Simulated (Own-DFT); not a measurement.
# How strain changes the stress of C40 NbSi2, 36 atoms (Nb12Si24)

Calculated, not measured: single-point runs of Own-DFT, a retired in-house plane-wave DFT program that no person has reviewed, on unrelaxed cells, without spin or spin-orbit coupling.

Settings: PBE; PseudoDojo norm-conserving scalar-relativistic files; cutoff 42 hartree; 4 x 4 x 5 k mesh centred on Gamma; cold (Marzari-Vanderbilt) smearing of 0.2 eV.

Caveats: forces on such cells failed a check on a denser k mesh; stress not checked against mesh or cutoff.

Unstrained cell vectors in Å: (0.000, 8.324, 0.000); (-9.613, 0.000, 0.000); (0.000, 0.000, 6.586). The unstrained cell was taken from the Materials Project. The random moves and any unrelaxed bonds add to the pressure at no strain. The cell is deformed uniformly in each run, and the atoms keep their fractional places. Random moves of width 0.05 Å per axis were added to every atom. Stress is counted positive in tension, P = -(s_xx + s_yy + s_zz)/3, and strain components are those of the symmetric tensor.

```
run,e_xx (%),e_yy (%),e_zz (%),e_yz (%),e_xz (%),e_xy (%),s_xx (GPa),s_yy (GPa),s_zz (GPa),s_yz (GPa),s_xz (GPa),s_xy (GPa),P (GPa),E (meV/atom)
1,0.45,1.34,-0.23,1.04,-0.19,-1.99,-0.45,2.17,-3.63,3.31,-1.24,-5.21,0.64,16.0
2,1.76,0.43,0.73,-1.75,-1.28,-0.19,4.17,1.29,0.71,-4.48,-3.72,-0.63,-2.05,12.2
3,-0.22,-1.66,1.83,0.32,-0.28,-0.69,-2.83,-7.68,2.70,1.25,-0.42,-2.01,2.60,13.4
4,-0.14,0.54,0.68,-1.72,1.53,-1.74,-2.36,-0.01,-1.71,-4.82,4.86,-4.48,1.36,27.2
5,0.99,-0.19,1.40,0.29,-1.90,1.97,1.66,-1.57,3.12,1.29,-4.59,5.05,-1.07,12.5
6,-0.27,-0.71,-1.55,-0.06,0.14,-0.07,-5.12,-6.00,-12.70,-0.32,0.30,-0.11,7.94,15.9
7,1.34,-1.52,1.23,0.98,-0.06,-0.08,2.21,-6.25,1.40,2.59,-0.07,-0.30,0.88,9.1
8,-0.19,-0.82,-0.40,0.30,1.74,-1.00,-3.76,-5.92,-7.16,1.45,6.41,-3.75,5.61,16.6
9,-0.34,-1.34,0.69,-1.86,0.20,-0.92,-4.40,-7.41,-1.83,-5.19,0.94,-2.74,4.55,17.1
10,0.59,0.16,0.54,0.44,0.87,-0.30,0.18,-0.45,-0.76,1.15,2.30,-0.42,0.35,0.0
11,-0.68,1.53,-0.39,0.33,-1.98,-1.94,-3.83,2.10,-4.72,1.24,-5.81,-5.25,2.15,7.9
12,1.46,1.75,0.27,-0.65,-1.05,0.64,3.68,4.69,-0.89,-1.90,-3.11,0.78,-2.49,16.6
13,-0.07,-0.42,1.93,1.37,0.73,-0.30,-1.38,-2.93,3.73,3.28,1.21,-1.18,0.20,18.3
14,1.12,1.13,-1.53,-0.23,0.30,-0.16,1.21,1.14,-8.97,-0.80,1.66,-0.37,2.21,9.1
15,1.84,0.22,-0.52,-0.38,0.14,-0.31,?,?,?,?,?,?,?,?
```

E is the free energy per atom, counted from the lowest run shown.

## What the rows give

Regress every stress component on the fractional strains (shears doubled) of the visible runs, with a constant. Shear strains stay in the fit of a normal stress only where such slopes are resolved. The slopes, in GPa:

```
stress,at no strain,per e_xx,per e_yy,per e_zz,scatter
s_xx,-2.5,340 ± 9,63 ± 7,71 ± 7,0.25
s_yy,-2.5,81 ± 13,355 ± 10,62 ± 10,0.35
s_zz,-4.2,83 ± 20,79 ± 15,454 ± 16,0.54
```

The slope of each shear stress on twice its own strain, from a fit on all six strains: yz 139 ± 5, xz 147 ± 10, xy 127 ± 10 GPa. These are stiffnesses along x, y and z of the frame in which the cell vectors are given, which need not be the crystal's axes. No internal relaxation is included, and where it is allowed it would reduce some of the slopes. Slopes across the diagonal should nearly agree, so their difference gauges the noise. A ninth of the table's sum, 177 ± 6 GPa, estimates the bulk modulus near the mean pressure of these runs, 1.6 GPa, so it lies above the value at zero pressure.

## The run left out

The question: what normal stresses and pressure should run 15 give?

Estimate: s_xx = 3.6, s_yy = -0.6, s_zz = -4.9 and P = 0.6 GPa. The hidden result is 3.96, -0.74, -4.94 and P = 0.57 GPa.
